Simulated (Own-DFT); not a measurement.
# Two functionals across a range of volumes: D0_22 TiAl3, 40 atoms (Al30Ti10)

No measurement is shown. These are fixed-geometry runs of a retired plane-wave code named Own-DFT, which no person has reviewed; spin and spin-orbit coupling are neglected.

Caveats: forces on such cells failed a check on a denser k mesh; stress not checked against mesh or cutoff.

Each geometry was run with PBE and with PBEsol, otherwise alike: PseudoDojo norm-conserving scalar-relativistic files made for PBE; cutoff 42 hartree; 4 x 4 x 4 k mesh centred on Gamma; cold (Marzari-Vanderbilt) smearing of 0.2 eV. Unstrained cell vectors in Å: (-2.365, -6.981, 4.326); (-7.667, 3.491, 1.442); (-2.950, -3.488, -7.241). Each has a uniform strain, of which the change of volume is shown, and random moves of rms u per axis.

```
run  volume change (%)   u (Å)  P with PBE (GPa)  P with PBEsol (GPa)
  1               0.81  0.0506              1.68                -0.20
  2              -1.57  0.0507              4.78                 2.84
  3               0.14  0.0481              2.49                 0.59
  4              -2.55  0.0475              5.68                 3.71
  5              -2.90  0.0494              6.32                 4.35
  6               1.08  0.0542              1.84                -0.04
  7               3.83  0.0513             -0.88                -2.71
  8               0.68  0.0495              2.09                 0.20
  9               0.27  0.0481              2.36                 0.46
 10              -0.08  0.0522              2.98                    ?
```

Question: by how much does PBEsol shrink this cell, and what belongs in the blank?

## Worked answer

Write v for the change of volume as a fraction. Fitted to v and u², the PBE pressure has a slope of -111 ± 5 GPa in v, with the ions held to the strained lattice. The difference PBEsol less PBE is -1.91 + 2.2 v GPa (slope ± 0.1) and averages -1.91 GPa. Divided by the mean slope of the two, 110 GPa, that makes PBEsol's volume at a given pressure, near 2 GPa, about 1.7 % smaller, or 0.58 % in lengths. At one volume PBEsol's slope is the smaller by 2 GPa, but its pressure there is lower too. If stiffness rises by about 4 GPa for each GPa, PBEsol at equal pressure is stiffer by about 5 GPa. Files made for PBEsol would give a different shift.

For run 10 the line gives 1.07 GPa. DFT gave 1.07 GPa.
